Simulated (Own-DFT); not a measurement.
## Calculated data, AlN (wurtzite, atoms displaced)

A calculation, not a measurement: plane-wave PBE density functional theory by an unreviewed code, no spin, of a simulated periodic cell, stress positive in tension, free energy of the whole cell less one offset for each atom, forces on such cells passed a denser k mesh, this cell's mesh not checked; offsets are fitted by least squares, one for each functional and potential file, so energies compare only between cells with the same atoms and settings and are not formation energies; the far tail of each file's local potential was reset to the Coulomb form; each entry is a single point on an unrelaxed cell, so the pressure reflects the starting lattice, mostly measured values (interpolated for alloys), from which strain is counted, and rises with the displacements; printed positions are rounded, which can move forces by about a meV/angstrom; the program, named Own-DFT, is a retired in-house code; no spin-orbit coupling. Program: Own-DFT development build.

## AlN (wurtzite, atoms displaced)

```
CELL_PARAMETERS angstrom
12.44800 0.00000 0.00000
-6.22400 10.78030 0.00000
0.00000 0.00000 9.96400
ATOMIC_POSITIONS crystal
Al 0.08281 0.16544 0.00366
Al 0.16545 0.08325 0.25334
N 0.08213 0.16658 0.19227
N 0.16486 0.08316 0.44185
Al 0.07896 0.16475 0.50115
Al 0.16746 0.08451 0.75141
N 0.08410 0.16826 0.69405
N 0.16578 0.08278 0.93779
Al 0.08459 0.41672 0.99965
Al 0.16679 0.33404 0.25124
N 0.08587 0.42116 0.19261
N 0.16745 0.33446 0.43761
Al 0.08413 0.41705 0.50242
Al 0.16715 0.33079 0.74831
N 0.08315 0.41655 0.69193
N 0.16999 0.33454 0.94062
Al 0.08441 0.66967 0.00296
Al 0.16669 0.58370 0.25051
N 0.08082 0.66727 0.19014
N 0.16428 0.58327 0.44231
Al 0.08310 0.66772 0.49767
Al 0.16639 0.57986 0.74875
N 0.08167 0.66243 0.69116
N 0.16526 0.58212 0.93832
Al 0.08310 0.91605 0.99848
Al 0.16261 0.83249 0.25281
N 0.08181 0.91603 0.19279
N 0.16541 0.83128 0.44198
Al 0.08213 0.91518 0.50032
Al 0.16663 0.83460 0.75192
N 0.08365 0.91723 0.69215
N 0.16656 0.83314 0.94085
Al 0.33322 0.16815 0.00128
Al 0.41739 0.08272 0.24665
N 0.33126 0.16512 0.18848
N 0.41591 0.08313 0.43942
Al 0.33372 0.16736 0.50582
Al 0.41646 0.08144 0.74494
N 0.33426 0.16713 0.69052
N 0.41479 0.08321 0.94133
Al 0.33192 0.41738 0.99941
Al 0.41841 0.33479 0.25337
N 0.33434 0.41813 0.19047
N 0.41437 0.33038 0.44281
Al 0.33138 0.41516 0.49856
Al 0.41636 0.33340 0.74899
N 0.33519 0.41885 0.69212
N 0.41497 0.33705 0.93587
Al 0.33546 0.66539 0.99982
Al 0.41978 0.58551 0.25152
N 0.33622 0.66619 0.19193
N 0.41781 0.58425 0.44043
Al 0.33568 0.67045 0.49936
Al 0.41926 0.58501 0.75207
N 0.33451 0.66700 0.68814
N 0.41630 0.58285 0.93862
Al 0.33149 0.91626 0.99923
Al 0.41789 0.83805 0.25182
N 0.33481 0.91900 0.19091
N 0.41613 0.83054 0.44141
Al 0.33515 0.91423 0.49888
Al 0.41586 0.83286 0.74974
N 0.33164 0.91228 0.69416
N 0.41717 0.83270 0.93873
Al 0.58349 0.16575 0.00011
Al 0.66673 0.08549 0.25020
N 0.58357 0.16473 0.19294
N 0.66688 0.08145 0.44114
Al 0.58229 0.16551 0.49922
Al 0.66566 0.08248 0.74715
N 0.58212 0.16362 0.69065
N 0.66714 0.08482 0.93800
Al 0.58364 0.41785 0.99969
Al 0.66655 0.33345 0.25268
N 0.58235 0.41463 0.19367
N 0.66640 0.33302 0.44136
Al 0.58316 0.41699 0.49913
Al 0.66467 0.33170 0.75107
N 0.58299 0.41673 0.69190
N 0.66656 0.33350 0.94011
Al 0.58228 0.66703 0.99544
Al 0.67029 0.58580 0.24892
N 0.58353 0.66589 0.18861
N 0.66947 0.58660 0.44605
Al 0.58543 0.66705 0.49935
Al 0.66647 0.58333 0.75005
N 0.58304 0.66722 0.69060
N 0.66884 0.58340 0.94048
Al 0.58372 0.91490 0.00019
Al 0.66756 0.83365 0.25034
N 0.58472 0.91725 0.19226
N 0.66744 0.83366 0.44042
Al 0.58345 0.91681 0.50337
Al 0.66531 0.83383 0.75314
N 0.58421 0.91652 0.69444
N 0.66142 0.83025 0.93842
Al 0.83402 0.16788 0.99989
Al 0.91555 0.08141 0.25290
N 0.83655 0.16782 0.18934
N 0.91694 0.08358 0.44146
Al 0.83407 0.16764 0.49841
Al 0.91938 0.08645 0.74997
N 0.83371 0.16661 0.69153
N 0.91553 0.08140 0.93649
Al 0.83263 0.41678 0.00181
Al 0.91618 0.33394 0.25079
N 0.83335 0.41703 0.19412
N 0.91756 0.33345 0.44219
Al 0.83280 0.41448 0.50310
Al 0.91787 0.33465 0.74777
N 0.83100 0.41422 0.69127
N 0.91802 0.33251 0.93870
Al 0.83566 0.66726 0.99956
Al 0.91604 0.58116 0.25208
N 0.83482 0.66631 0.18959
N 0.91573 0.58214 0.44211
Al 0.83426 0.66766 0.49867
Al 0.91773 0.58518 0.75316
N 0.83578 0.66481 0.69122
N 0.91751 0.58382 0.94218
Al 0.82991 0.91590 0.99965
Al 0.91842 0.83315 0.25022
N 0.83324 0.91788 0.19051
N 0.91763 0.83230 0.44279
Al 0.82981 0.91319 0.50079
Al 0.91510 0.83260 0.74869
N 0.83198 0.91580 0.69166
N 0.91859 0.83672 0.93686
```

- functional: PBE
- potential files: PseudoDojo norm-conserving, scalar-relativistic, standard set
- wave cutoff: 42 hartree
- occupations: Fermi-Dirac
- smearing width: 0.1 eV
- hardware: one NVIDIA H100
- k mesh: 2 x 2 x 2 centred on Gamma
- free energy of cell above offsets: -62.643 eV
- pressure: 3.71 GPa
- stress xx: -3.63 GPa
- stress yy: -3.36 GPa
- stress zz: -4.14 GPa
- stress yz: 0.12 GPa
- stress xz: -0.07 GPa
- stress xy: 0.09 GPa
- wall time: 389 s

Force:
```tsv
element	x (eV/Å)	y (eV/Å)	z (eV/Å)
Al	-0.129	0.14	-0.72
Al	0.203	0.148	-0.363
N	0.095	-0.058	0.136
N	0.221	-0.007	0.407
Al	0.833	0.573	-0.004
Al	-0.024	-0.259	-0.333
N	0.219	-0.45	-0.879
N	0.145	0.139	0.864
Al	-0.103	0.047	0.037
Al	0.036	0.221	-0.598
N	-0.215	-0.962	-0.354
N	-0.326	-0.512	0.94
Al	-0.015	0.159	-0.388
Al	-0.105	1.053	0.559
N	0.507	-0.557	-0.31
N	-0.823	-0.642	0.046
Al	0.352	-0.81	-0.706
Al	0.212	0.535	0.092
N	0.548	0.029	0.51
N	0.634	0.21	-0.244
Al	-0.06	-0.694	0.907
Al	-0.116	0.892	0.06
N	0.009	0.875	-0.077
N	0.299	0.453	0.623
Al	-0.14	0.385	0.162
Al	0.791	0.237	-0.367
N	0.178	0.319	-0.428
N	0.169	0.659	-0.102
Al	0.288	0.427	0.35
Al	-0.03	-0.971	-0.438
N	-0.035	0.05	-0.243
N	-0.187	0.142	0.218
Al	-0.153	0.142	-0.654
Al	-0.634	0.404	0.426
N	0.159	0.427	0.674
N	0.06	-0.28	0.292
Al	-0.211	-0.581	-1.166
Al	-0.206	-0.058	0.987
N	-0.07	-0.212	0.46
N	0.305	0.138	-0.324
Al	0.469	0.107	0.229
Al	-0.618	-0.576	-0.516
N	0.143	-0.167	0.232
N	0.218	0.579	-0.055
Al	0.222	0.607	0.386
Al	-0.01	0.285	-0.077
N	-0.247	-0.389	-0.576
N	0.847	-0.547	0.97
Al	-0.838	0.203	0.055
Al	-0.197	-0.429	-0.158
N	-0.726	0.637	-0.062
N	0.119	-0.105	0.197
Al	-0.099	-1.555	0.093
Al	-0.531	-0.235	-0.801
N	0.006	-0.093	0.41
N	0.177	0.095	0.371
Al	0.615	0.086	-0.017
Al	0.461	-0.96	-0.558
N	-0.534	-0.793	0.036
N	0.158	1.191	-0.143
Al	-0.837	0.326	0.34
Al	0.363	-0.421	0.249
N	-0.195	0.754	-0.905
N	-0.22	0.045	0.568
Al	-0.268	0.001	-0.153
Al	0.891	-0.496	-0.042
N	-0.253	0.703	-0.407
N	-0.277	0.321	0.037
Al	0.095	0.075	-0.015
Al	0.479	0.287	0.508
N	-0.217	0.42	-0.332
N	0.168	-0.458	0.487
Al	-0.31	-0.348	-0.016
Al	0.087	-0.239	-0.249
N	0.203	0.608	-0.285
N	0.002	-0.11	0.181
Al	0.025	0.051	0.399
Al	0.17	0.086	-0.266
N	0.093	-0.136	-0.321
N	-0.091	-0.121	0.491
Al	0.398	-0.645	0.636
Al	-0.472	-0.412	0.259
N	0.382	0.376	0.028
N	-0.072	-0.681	-1.117
Al	-0.694	0.022	0.324
Al	0.328	0.072	-0.228
N	0.404	0.188	0.159
N	-0.348	0.279	0.135
Al	-0.764	0.648	-0.007
Al	-0.215	-0.212	-0.096
N	-0.132	0.166	-0.188
N	-0.377	-0.153	0.025
Al	0.284	-0.244	-0.239
Al	0.45	-0.178	-0.824
N	-0.437	-0.082	-0.67
N	0.793	0.515	0.653
Al	0.154	-0.28	-0.467
Al	0.014	0.467	-0.416
N	-0.564	-0.112	0.456
N	-0.376	-0.585	0.128
Al	-0.035	-0.229	0.511
Al	-0.436	-0.748	-0.146
N	-0.068	0.092	-0.506
N	-0.056	0.315	1.031
Al	0.472	-0.1	-0.312
Al	0.606	0.098	-0.037
N	-0.156	-0.354	-0.458
N	-0.091	-0.042	-0.148
Al	-0.143	0.429	-0.207
Al	-0.282	-0.361	0.375
N	0.021	0.375	0.306
N	-0.389	0.384	0.441
Al	-0.283	0.33	-0.249
Al	-0.107	0.336	0.026
N	-0.018	0.186	0.253
N	-0.047	-0.054	-0.231
Al	0.489	-0.391	0.704
Al	0.391	-0.771	-0.421
N	-0.894	0.428	-0.109
N	0.048	-0.083	0.219
Al	0.477	0.095	-0.335
Al	-0.647	-0.072	0.043
N	0.308	-0.5	0.039
N	-0.501	0.243	-0.457
Al	0.506	0.618	0.208
Al	0.244	0.05	-0.124
N	-0.051	0.237	-0.143
N	-0.346	-0.701	0.837
```
